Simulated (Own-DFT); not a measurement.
# Strain and stress in fcc Cu, 16 atoms (Cu16)

All numbers below are calculated, not measured. They come from Own-DFT, an in-house plane-wave density functional program, since retired, whose code no person has reviewed. Each row is one single-point run on a periodic cell that was not relaxed, without spin or spin-orbit coupling.

Settings of every run: PBE; PseudoDojo norm-conserving scalar-relativistic files; cutoff 50 hartree; 7 x 7 x 5 k mesh centred on Gamma; cold (Marzari-Vanderbilt) smearing of 0.2 eV.

Known limits: forces on such cells failed a check on a denser k mesh; stress not checked against mesh or cutoff.

Unstrained cell vectors in Å: (3.615, 3.615, 0.000); (-3.615, 3.615, 0.000); (0.000, 0.000, 7.230). The unstrained cell has measured lattice constants (interpolated for alloys), not those of this functional. That, the random moves and any unrelaxed bonds set the pressure at no strain. Each run strains this cell uniformly, with the atoms carried along. Every atom was also moved at random, by a Gaussian of width 0.05 Å on each axis. Strain is the symmetric tensor, in per cent. Stress is positive in tension, and the pressure is minus a third of its trace.

```
run  e_xx (%)  e_yy (%)  e_zz (%)  e_yz (%)  e_xz (%)  e_xy (%)  s_xx (GPa)  s_yy (GPa)  s_zz (GPa)  s_yz (GPa)  s_xz (GPa)  s_xy (GPa)  P (GPa)  E (meV/atom)
  1      0.04      1.30     -1.58      1.46      1.22     -0.17       -4.64       -3.40       -4.53        2.46        2.87       -0.06     4.19          24.2
  2      1.62      0.56      1.89     -1.03      1.03     -0.19        2.67        1.97        2.89       -1.44        1.11       -0.07    -2.51          10.9
  3     -0.43     -0.23      1.86      1.48     -1.29     -0.29       -1.97       -1.74       -1.01        2.68       -2.05       -0.43     1.57          14.9
  4     -1.17     -1.61     -0.81      1.28     -0.47     -0.86       -8.77       -9.27       -8.56        2.61       -0.82       -1.71     8.87          18.1
  5     -0.74     -0.28     -0.40      0.36     -0.35     -1.52       -5.44       -5.08       -4.73        0.35       -0.55       -2.65     5.08           7.0
  6      1.43     -1.85     -0.49      1.37     -0.94      0.08       -3.06       -5.68       -4.64        2.72       -1.33        0.08     4.46          10.3
  7      0.39      1.40      0.23      1.76      0.80     -0.17       -0.35       -0.39       -0.38        3.16        1.51       -0.37     0.38          12.6
  8      0.54     -1.48      0.79      1.04     -1.81     -1.10       -2.81       -3.96       -2.95        2.28       -2.83       -1.68     3.24           7.5
  9     -0.17      1.04      0.41     -1.92      1.85     -1.16       -1.63       -0.75       -1.07       -2.99        3.36       -1.78     1.15           6.1
 10      1.26      1.88      0.45      0.83      1.71      1.01        1.35        2.60        1.69        1.39        3.25        1.31    -1.88          10.9
 11      0.66     -0.37      1.81     -0.59      0.55      1.38        0.09       -0.63        0.83       -1.04        0.71        1.83    -0.10           4.9
 12      1.45      1.26      1.20     -0.69     -0.29     -1.70        2.90        2.54        3.18       -1.16       -0.32       -2.59    -2.87           0.0
 13     -1.35      0.90     -1.10     -0.96     -1.08     -0.12       -7.42       -5.33       -6.39       -1.13       -1.96       -0.45     6.38          28.2
 14      0.56     -1.67     -0.03      0.08     -0.09      0.46       -4.35       -6.16       -4.69        0.13       -0.19        0.98     5.07          15.1
 15      1.53     -0.26     -0.22     -1.08      0.50      0.86           ?           ?           ?           ?           ?           ?        ?             ?
```

E is the free energy for each atom above the lowest run shown.

## Worked fit

Each stress component was fitted by least squares to a constant and the strains of the runs shown, as fractions, with shears doubled. Shear strains stay in the fit of a normal stress only where such slopes are resolved. The slopes, in GPa:

```
stress  at no strain  per e_xx  per e_yy  per e_zz  scatter
  s_xx          -3.5  202 ± 13   105 ± 9  149 ± 12     0.41
  s_yy          -3.4  126 ± 11   185 ± 7   147 ± 9     0.33
  s_zz          -3.2  141 ± 12   131 ± 8  187 ± 10     0.36
```

Each shear stress against twice its own strain: yz 83 ± 4, xz 86 ± 5, xy 75 ± 4 GPa. These are stiffnesses along x, y and z of the frame in which the cell vectors are given, which need not be the crystal's axes. The atoms are held to the strained lattice; where symmetry lets them move under strain, relaxing them would lower some slopes. The table should be nearly symmetric about its diagonal, and what it lacks of that shows the noise. A ninth of its sum, 152 ± 4 GPa, estimates the bulk modulus near the mean pressure of these runs, 2.4 GPa, so it lies above the value at zero pressure.

## Withheld run

Question: what normal stresses and pressure should run 15 give?

The fit gives s_xx = -1.0, s_yy = -2.3, s_zz = -1.8 and P = 1.7 GPa. The calculation gave -0.81, -2.18, -1.51 and P = 1.50 GPa.
